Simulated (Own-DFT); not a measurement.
# Computed records: Si12O23 (quartz with two neutral oxygen vacancies, atoms displaced)

Computed with Own-DFT development build. A calculation, not a measurement: plane-wave PBE and HSE06 DFT by an unreviewed code, no spin, of a simulated cell at Gamma alone, so results move with cell size and shape, stress positive in tension, energies less offsets, not probed for a lower state with spin; oxygen file: force components 24 meV/angstrom off all-electron in a glass; k mesh not checked against a denser one; forces and stress are PBE's, HSE06 gives the energy alone, and its difference from PBE has offsets of its own; offsets are fitted by least squares, one for each functional and potential file, so energies compare only between cells with the same atoms and settings and are not formation energies; the far tail of each file's local potential was reset to the Coulomb form; each entry is a single point on an unrelaxed cell, so the pressure reflects the starting lattice, mostly measured values (interpolated for alloys), from which strain is counted, and rises with the displacements; printed positions are rounded, which can move forces by about a meV/angstrom; the program, named Own-DFT, is a retired in-house code; no spin-orbit coupling.

```xyz
70
Lattice="9.8268 0.0000 0.0000 -4.9134 8.5103 0.0000 0.0000 0.0000 10.8104" Properties=species:S:1:pos:R:3:force_x:R:1:force_y:R:1:force_z:R:1 formula=Si12O23 first_functional=PBE second_functional=HSE06 exact_exchange_share=0.25 screening=0.11 exchange_divergence=Gygi-Baldereschi potential_files=PseudoDojo_norm-conserving,scalar-relativistic,made_for_PBE,standard_set wave_cutoff=48 occupations=fixed k_mesh=1_x_1_x_1_centred_on_Gamma PBE_energy_of_cell_above_offsets=-4.990 HSE06_less_PBE_above_offsets=0.400 PBE_pressure=13.7 PBE_stress_xx=-19.61 PBE_stress_yy=-10.23 PBE_stress_zz=-11.27 PBE_stress_yz=-0.7 PBE_stress_xz=0.98 PBE_stress_xy=0.45
Si     2.3255     0.0690     0.0017      2.149     -2.868     -5.352
Si    -1.0723     2.0635     3.5241     -3.834     -1.796      5.771
Si     1.3181     2.1989     1.6774     -0.168      6.569      9.298
O      1.4620     1.0871     0.7868     -2.165     -4.571     -4.675
O      2.8912     2.2941     2.3691     -7.306      2.684     -5.414
O      3.2221     0.5997     4.2355       1.23      1.032     -0.669
O     -0.9317     3.1341     4.8114     -5.947     -8.084     -4.096
O      0.2647     1.6682     3.0267      7.047     -0.014     -4.352
O      0.7509     3.6149     1.1558     -0.471      0.035     -1.525
Si    -2.5305     8.5090     5.4104     -1.187     -0.643     -0.578
Si    -1.1391     2.0179     9.0678     -0.013     -3.006     -4.212
Si     1.3474     2.3094     7.2460     -0.553      -5.09     -1.055
O      1.4433     1.1002     6.0315     -1.038      2.079      2.356
O      2.7612     2.5345     7.8587       2.09      0.583      0.297
O     -1.0976     3.1339    10.1275     -1.951     -1.067      0.757
O      0.3621     1.7473     8.4290     -1.587      0.072      0.636
O      0.8869     3.6099     6.6585     -3.324      5.071     -3.638
Si    -0.1899     4.2571    10.6537      1.745     -1.337      5.459
Si    -3.5316     6.1893     3.5419     -4.029      1.249      2.621
Si    -1.1572     6.4950     1.8163     -2.908     -0.788     -7.067
O     -0.9991     5.3715     0.4910     -2.865      3.849      3.774
O      0.1597     6.7773     2.4075      8.205       0.54      4.147
O      0.7455     4.8086     4.2356      4.013        3.9     -4.696
O     -3.4504     7.3741     4.7095     -0.683     -2.143     -0.668
O     -2.1331     6.0421     2.9096     -0.452     -2.743      1.404
O     -1.7760     7.8363     1.1839      0.428     -0.232      0.208
Si    -0.1723     4.2491     5.2966      5.468      3.947      7.197
Si     6.0930     6.2039     8.9618      6.144      8.229     -1.288
Si    -1.0244     6.6094     7.1834     -5.238     -7.775      0.094
O     -0.9588     5.4585     5.9041     -1.371      2.658      3.143
O      0.2466     6.8558     7.9344      4.209      0.727      1.506
O      0.7084     4.8977     9.6241      2.811      0.127     -3.306
O     -2.1689     5.8864     8.4960      1.259      1.246     -2.815
O     -1.6342     7.8122     6.5542     -1.496      4.266     -1.349
Si     2.3720     8.4095    10.6864     -2.139      1.128      9.347
Si     3.6914     2.0564     3.6045     -4.283      -0.46      8.358
Si     6.1755     2.3297     1.8544      1.049     -9.463      4.671
O      6.2347     1.1132     0.8081      1.577     -1.683     -2.894
O      7.6721     2.3802     2.4920     -2.638      2.695      -2.44
O      8.0800     0.6308     4.1378        1.2      1.437     -0.676
O      3.8428     3.1545     4.8041     -1.036     -0.895     -0.309
O      4.9518     1.8031     2.9706      13.02     -0.804     -5.184
O      5.7102     3.5989     1.2859      -2.53      7.412     -3.866
Si     7.2553     0.0458     5.3462     -1.283      0.359     -1.244
Si     3.8510     2.1278     8.9468     -10.56     -1.865      5.124
Si     6.1824     2.3906     7.2600     -0.378     -3.648     -3.004
O      6.3276     1.1504     6.0281     -1.535      2.471      2.269
O      7.6062     2.6437     7.8492      3.121     -1.161       3.13
O      8.2734     0.4712     9.6978      2.757      4.158     -3.906
O      3.7030     3.1503    10.1555      2.135      3.132      2.429
O      5.1248     1.7419     8.4103      9.953     -1.164     -4.741
O      5.7616     3.7250     6.5099      1.527     -1.292      3.132
Si     4.7776     4.2048     0.1049     -2.563      2.714     -1.438
Si     1.3324     6.3446     3.5772     -1.848     -5.144     -2.741
Si     3.7826     6.4602     1.8587     -0.681      3.713      1.783
O      3.7760     5.4889     0.7070       1.94      -6.48     -4.722
O      5.2188     6.8205     2.4012      3.053     -1.381      2.146
O      5.7173     4.6769     4.2967       6.53      6.174     -8.566
O      1.4591     7.3073     4.7251     -0.486       3.16      3.163
O      2.8197     5.9989     3.0179     -1.711     -0.833      1.274
O      3.2111     7.8162     1.2641     -1.462      2.304     -2.649
Si     4.8494     4.2729     5.3848     -7.943     -1.532      4.305
Si     1.2861     6.1923     8.9474     -2.037      2.602      3.169
Si     3.7349     6.4777     7.3113     -4.584      0.611     -7.823
O      3.8023     5.2719     6.1305     -0.277      1.768      0.959
O      5.1257     6.6872     7.7710      5.043      1.195      1.723
O      5.6341     5.0246     9.6889      -3.65      -8.55       5.45
O      1.3763     7.3497    10.1924     -1.726     -2.753     -2.361
O      2.7047     6.0053     8.4015      1.687     -0.686     -0.227
O      3.2583     7.9547     6.4325      2.546     -3.942      4.451
```

Units: screening in 1/bohr; wave_cutoff in hartree; PBE_energy_of_cell_above_offsets, HSE06_less_PBE_above_offsets in eV; PBE_pressure, PBE_stress_xx, PBE_stress_yy, PBE_stress_zz, PBE_stress_yz, PBE_stress_xz, PBE_stress_xy in GPa; force_x, force_y, force_z in eV/Å.
